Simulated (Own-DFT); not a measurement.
# Which defects push the lattice out? C11b WSi2

Calculated, not measured: single-point runs of Own-DFT, a retired in-house plane-wave DFT program that no person has reviewed, on unrelaxed cells, without spin or spin-orbit coupling.

Method: PBE; PseudoDojo norm-conserving scalar-relativistic files; cutoff 50 hartree; 5 x 5 x 5 k mesh centred on Gamma; cold (Marzari-Vanderbilt) smearing of 0.2 eV.

Known weak points: forces on such cells failed a check on a denser k mesh; stress not checked against mesh or cutoff.

All runs share one cell, with vectors in Å (-2.148, -5.953, 3.409); (-6.444, 2.976, 1.136); (-2.553, -2.948, -6.757) and a volume of 403.2 Å³. Atoms were moved at random from their sites; u is the rms move along one axis. The defect's site can differ from row to row.

```
cell,formula,u (Å),P (GPa)
no defect,Si20W10,0.0201,4.56
no defect,Si20W10,0.0474,5.93
no defect,Si20W10,0.0519,6.32
one W on a Si site,Si19W11,0.0290,9.69
one W on a Si site,Si19W11,0.0295,9.87
one W on a Si site,Si19W11,0.0501,11.75
one Si on a W site,Si21W9,0.0274,6.29
one Si on a W site,Si21W9,0.0323,6.35
one Si on a W site,Si21W9,0.0512,6.87
one Si on a W site,Si21W9,0.0528,?
one W vacancy,Si20W9,0.0290,3.20
one W vacancy,Si20W9,0.0440,4.59
one W vacancy,Si20W9,0.0508,4.26
one Si vacancy,Si19W10,0.0298,3.46
one Si vacancy,Si19W10,0.0459,4.75
one Si vacancy,Si19W10,0.0472,3.80
```

## Working it out

P = P0 + c u² + a shift for each defect gives P0 = 4.33 GPa, c = 714 ± 139 GPa/Å² and a scatter of 0.43 GPa. The shifts, and each times the cell's volume:

- one W on a Si site: 5.10 ± 0.35 GPa, 12.8 eV
- one Si on a W site: 1.12 ± 0.35 GPa, 2.8 eV
- one Si vacancy: -1.57 ± 0.35 GPa, -4.0 eV
- one W vacancy: -1.59 ± 0.35 GPa, -4.0 eV

A positive shift means that the defect pushes the cell outwards. Shift times volume (160.2 GPa Å³ is 1 eV) depends little on the cell's size, so, taken for each site, it can be compared between cells at like pressure. The atoms around the defects weren't relaxed, which would change these numbers.

## Check

Q: what pressure belongs in the blank (one Si on a W site, u = 0.0528 Å)?

The fit gives 7.44 ± 0.53 GPa. The hidden result is 7.95 GPa.
